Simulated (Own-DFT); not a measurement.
# Which defects push the lattice out? D0_22 TiAl3

Source: density functional calculations with Own-DFT, an unreviewed in-house program that is no longer used. Nothing was measured or relaxed, and spin and spin-orbit coupling are left out.

All runs used: PBEsol; PseudoDojo norm-conserving scalar-relativistic files, made for PBE; cutoff 42 hartree; 4 x 4 x 4 k mesh centred on Gamma; cold (Marzari-Vanderbilt) smearing of 0.2 eV.

Known weak points: forces on such cells failed a check on a denser k mesh; stress not checked against mesh or cutoff.

All runs share one cell, with vectors in Å (-2.365, -6.981, 4.326); (-7.667, 3.491, 1.442); (-2.950, -3.488, -7.241) and a volume of 625.4 Å³. The atoms are randomly displaced, by u rms on each axis. The defect's site can differ from row to row.

| cell | formula | u (Å) | P (GPa) |
|---|---|---|---|
| no defect | Al30Ti10 | 0.0171 | 0.02 |
| no defect | Al30Ti10 | 0.0452 | 0.56 |
| no defect | Al30Ti10 | 0.0457 | 0.57 |
| two Al on a Ti site each | Al32Ti8 | 0.0290 | 1.21 |
| two Al on a Ti site each | Al32Ti8 | 0.0308 | 1.23 |
| two Al on a Ti site each | Al32Ti8 | 0.0511 | 1.74 |
| two Al on a Ti site each | Al32Ti8 | 0.0518 | ? |
| two Ti on an Al site each | Al28Ti12 | 0.0245 | 1.12 |
| two Ti on an Al site each | Al28Ti12 | 0.0283 | 0.96 |
| two Ti on an Al site each | Al28Ti12 | 0.0515 | 1.63 |
| two Al vacancies | Al28Ti10 | 0.0305 | -0.67 |
| two Al vacancies | Al28Ti10 | 0.0481 | -0.28 |
| two Al vacancies | Al28Ti10 | 0.0522 | -0.05 |

## Working it out

P = P0 + c u² + a shift for each defect gives P0 = -0.07 GPa, c = 305 ± 22 GPa/Å² and a scatter of 0.06 GPa. The shifts, and each times the cell's volume:

- two Al on a Ti site each: 1.01 ± 0.05 GPa, 4.0 eV (2.0 eV for each of its 2 sites)
- two Ti on an Al site each: 0.89 ± 0.05 GPa, 3.5 eV (1.7 eV for each of its 2 sites)
- two Al vacancies: -0.87 ± 0.05 GPa, -3.4 eV (-1.7 eV for each of its 2 sites)

A positive shift means that the defect pushes the cell outwards. Shift times volume (160.2 GPa Å³ is 1 eV) depends little on the cell's size, so, taken for each site, it can be compared between cells at like pressure. The atoms around the defects weren't relaxed, which would change these numbers.

## Test on the hidden row

Q: what pressure belongs in the blank (two Al on a Ti site each, u = 0.0518 Å)?

From the fit: 1.76 ± 0.08 GPa. The hidden result is 1.72 GPa.
